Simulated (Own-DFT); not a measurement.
# One host, several defects: 2H SiC

No measurement is shown. These are fixed-geometry runs of a retired plane-wave code named Own-DFT, which no person has reviewed; spin and spin-orbit coupling are neglected.

All runs used: PBE; PseudoDojo norm-conserving scalar-relativistic files; cutoff 42 hartree; 4 x 4 x 3 k mesh centred on Gamma; Fermi-Dirac smearing of 0.1 eV.

Caveats (not all hold for every row): some atoms lie very close together; not probed for a lower state with spin; forces on such cells moved up to 12 meV/angstrom on a denser k mesh; forces on such cells passed a denser k mesh, each cell not checked; stress not checked against mesh or cutoff.

All runs share one cell, with vectors in Å (9.248, 0.000, 0.000); (-4.624, 8.009, 0.000); (0.000, 0.000, 10.068) and a volume of 745.7 Å³. Atoms were moved at random from their sites; u is the rms move along one axis. The defect's site can differ from row to row.

| cell | formula | u (Å) | P (GPa) |
|---|---|---|---|
| no defect | C36Si36 | 0.0301 | 3.85 |
| no defect | C36Si36 | 0.0308 | 3.81 |
| no defect | C36Si36 | 0.0622 | 6.71 |
| one C vacancy | C35Si36 | 0.0276 | 3.69 |
| one C vacancy | C35Si36 | 0.0305 | 3.93 |
| one C vacancy | C35Si36 | 0.0312 | 4.03 |
| one C on a Si site and one Si on a C site | C36Si36 | 0.0281 | 7.44 |
| one C on a Si site and one Si on a C site | C36Si36 | 0.0295 | 7.55 |
| one C on a Si site and one Si on a C site | C36Si36 | 0.0510 | 8.80 |
| one Si on a C site | C35Si37 | 0.0290 | 10.41 |
| one Si on a C site | C35Si37 | 0.0323 | 10.90 |
| one Si on a C site | C35Si37 | 0.0432 | 11.12 |
| two N on a C site each | C34N2Si36 | 0.0294 | 2.73 |
| two N on a C site each | C34N2Si36 | 0.0308 | 2.93 |
| two N on a C site each | C34N2Si36 | 0.0456 | 3.92 |
| two N on a C site each | C34N2Si36 | 0.0520 | ? |

## Working it out

P = P0 + c u² + a shift for each defect gives P0 = 3.08 GPa, c = 899 ± 54 GPa/Å² and a scatter of 0.17 GPa. The shifts, and each times the cell's volume:

- one Si on a C site: 6.61 ± 0.14 GPa, 30.8 eV
- one C on a Si site and one Si on a C site: 3.57 ± 0.14 GPa, 16.6 eV
- one C vacancy: 0.00 ± 0.15 GPa, 0.0 eV (not resolved)
- two N on a C site each: -1.05 ± 0.14 GPa, -4.9 eV (-2.4 eV for each of its 2 sites)

Against the defect-free cell, a freed cell would be larger where the shift is positive and smaller where it is negative (160.2 GPa Å³ is 1 eV). The atoms around the defects weren't relaxed, which would change these numbers.

## Prediction

Asked: what pressure belongs in the blank (two N on a C site each, u = 0.0520 Å)?

Estimate: 4.46 ± 0.21 GPa. The calculation gave 4.51 GPa.
